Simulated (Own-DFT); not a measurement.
# One host, several defects: C40 NbSi2

The numbers are computed, not measured, by runs of the plane-wave DFT program Own-DFT (in-house, retired, unreviewed) at fixed positions, with no spin and no spin-orbit coupling.

Common settings: PBE; PseudoDojo norm-conserving scalar-relativistic files; cutoff 42 hartree; 4 x 4 x 5 k mesh centred on Gamma; cold (Marzari-Vanderbilt) smearing of 0.2 eV.

Keep in mind: forces on such cells failed a check on a denser k mesh; stress not checked against mesh or cutoff.

All runs share one cell, with vectors in Å (0.000, 8.324, 0.000); (-9.613, 0.000, 0.000); (0.000, 0.000, 6.586) and a volume of 527.0 Å³. Atoms were moved at random from their sites; u is the rms move along one axis. The defect's site can differ from row to row.

```
cell,formula,u (Å),P (GPa)
no defect,Nb12Si24,0.0212,1.55
no defect,Nb12Si24,0.0516,2.49
no defect,Nb12Si24,0.0584,3.48
two Si on a Nb site each,Nb10Si26,0.0284,1.58
two Si on a Nb site each,Nb10Si26,0.0311,1.73
two Si on a Nb site each,Nb10Si26,0.0450,?
two Si on a Nb site each,Nb10Si26,0.0521,2.46
two Nb on a Si site each,Nb14Si22,0.0321,7.68
two Nb on a Si site each,Nb14Si22,0.0517,8.36
two Nb on a Si site each,Nb14Si22,0.0521,8.20
one Si vacancy,Nb12Si23,0.0290,0.99
one Si vacancy,Nb12Si23,0.0301,0.85
one Si vacancy,Nb12Si23,0.0494,1.90
two Nb vacancies,Nb10Si24,0.0295,-0.40
two Nb vacancies,Nb10Si24,0.0502,0.89
two Nb vacancies,Nb10Si24,0.0526,1.66
```

## Working it out

P = P0 + c u² + a shift for each defect gives P0 = 1.20 GPa, c = 603 ± 84 GPa/Å² and a scatter of 0.30 GPa. The shifts, and each times the cell's volume:

- two Nb on a Si site each: 5.59 ± 0.24 GPa, 18.4 eV (9.2 eV for each of its 2 sites)
- two Si on a Nb site each: -0.18 ± 0.25 GPa, -0.6 eV (-0.3 eV for each of its 2 sites) (not resolved)
- one Si vacancy: -0.79 ± 0.25 GPa, -2.6 eV
- two Nb vacancies: -1.72 ± 0.24 GPa, -5.7 eV (-2.8 eV for each of its 2 sites)

A positive shift means that the defect pushes the cell outwards. Shift times volume (160.2 GPa Å³ is 1 eV) depends little on the cell's size, so, taken for each site, it can be compared between cells at like pressure. The atoms around the defects weren't relaxed, which would change these numbers.

## Prediction

The question: what pressure belongs in the blank (two Si on a Nb site each, u = 0.0450 Å)?

The fit gives 2.24 ± 0.35 GPa. Computed: 2.23 GPa.
